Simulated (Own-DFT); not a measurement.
# Computed records: Si3Ge (diamond-structure random alloy, atoms displaced)

All values are calculated (Own-DFT development build). A calculation, not a measurement: plane-wave PBE density functional theory by an unreviewed code, no spin, of a simulated periodic cell, stress positive in tension, free energy of the whole cell less one offset for each atom, forces on such cells passed a denser k mesh, this cell's mesh not checked; offsets are fitted by least squares, one for each functional and potential file, so energies compare only between cells with the same atoms and settings and are not formation energies; the far tail of each file's local potential was reset to the Coulomb form; each entry is a single point on an unrelaxed cell, so the pressure reflects the starting lattice, mostly measured values, from which strain is counted, and rises with the displacements; printed positions are rounded, which can move forces by about a meV/angstrom; the program is a retired in-house code; no spin-orbit coupling.

### Si3Ge (diamond-structure random alloy, atoms displaced)

```cif
# cell vector a (Å): 0.0000 5.4878 5.4878
# cell vector b (Å): 5.4878 0.0000 5.4878
# cell vector c (Å): 5.4878 5.4878 0.0000
data_Si3Ge
_symmetry_space_group_name_H-M 'P 1'
_symmetry_Int_Tables_number 1
_cell_length_a 7.7609
_cell_length_b 7.7609
_cell_length_c 7.7609
_cell_angle_alpha 60.000
_cell_angle_beta 60.000
_cell_angle_gamma 60.000
_cell_volume 330.54
loop_
_atom_site_label
_atom_site_type_symbol
_atom_site_fract_x
_atom_site_fract_y
_atom_site_fract_z
_atom_site_occupancy
Si1 Si 0.00926 0.97350 0.01022 1
Si2 Si 0.50794 0.99066 0.99314 1
Si3 Si 0.01896 0.49471 0.97195 1
Ge1 Ge 0.00091 0.99444 0.49869 1
Si4 Si 0.12865 0.13470 0.12881 1
Ge2 Ge 0.60364 0.14888 0.12802 1
Ge3 Ge 0.10351 0.63095 0.14163 1
Si5 Si 0.11544 0.14215 0.59751 1
Si6 Si 0.49807 0.52039 0.50272 1
Ge4 Ge 0.02137 0.48981 0.50005 1
Si7 Si 0.51211 0.00167 0.49873 1
Si8 Si 0.50252 0.48558 0.01127 1
Si9 Si 0.62979 0.63850 0.61116 1
Si10 Si 0.12005 0.61835 0.63501 1
Si11 Si 0.60477 0.14974 0.62882 1
Si12 Si 0.62321 0.62051 0.12170 1
```

It was run with functional PBE, potential files PseudoDojo norm-conserving, scalar-relativistic, standard set, wave cutoff 42 hartree, occupations Fermi-Dirac, smearing width 0.1 eV and k mesh 5 x 5 x 5 centred on Gamma.

It finds free energy of cell above offsets 1.139 eV; pressure 3.98 GPa; stress xx -3.58 GPa; stress yy -3.94 GPa; stress zz -4.42 GPa; stress yz 4.6 GPa; stress xz -3.48 GPa; stress xy -0.3 GPa.

Force:
```csv
element,x (eV/Å),y (eV/Å),z (eV/Å)
Si,2.279,-2.688,3.016
Si,1.113,-0.127,-0.067
Si,3.056,1.354,-2.023
Ge,0.587,-1.018,-0.695
Si,-2.157,-0.4,-0.731
Ge,-3.351,2.451,-1.629
Ge,-3.262,0.349,-0.005
Si,-0.473,3.84,-1.164
Si,-0.857,-0.844,-0.48
Ge,1.651,-0.991,-0.901
Si,1.167,-1.081,-0.518
Si,1.722,-3.15,2.344
Si,0.717,1.674,-0.383
Si,-1.157,-0.64,2.517
Si,-0.862,0.464,0.238
Si,-0.174,0.806,0.482
```
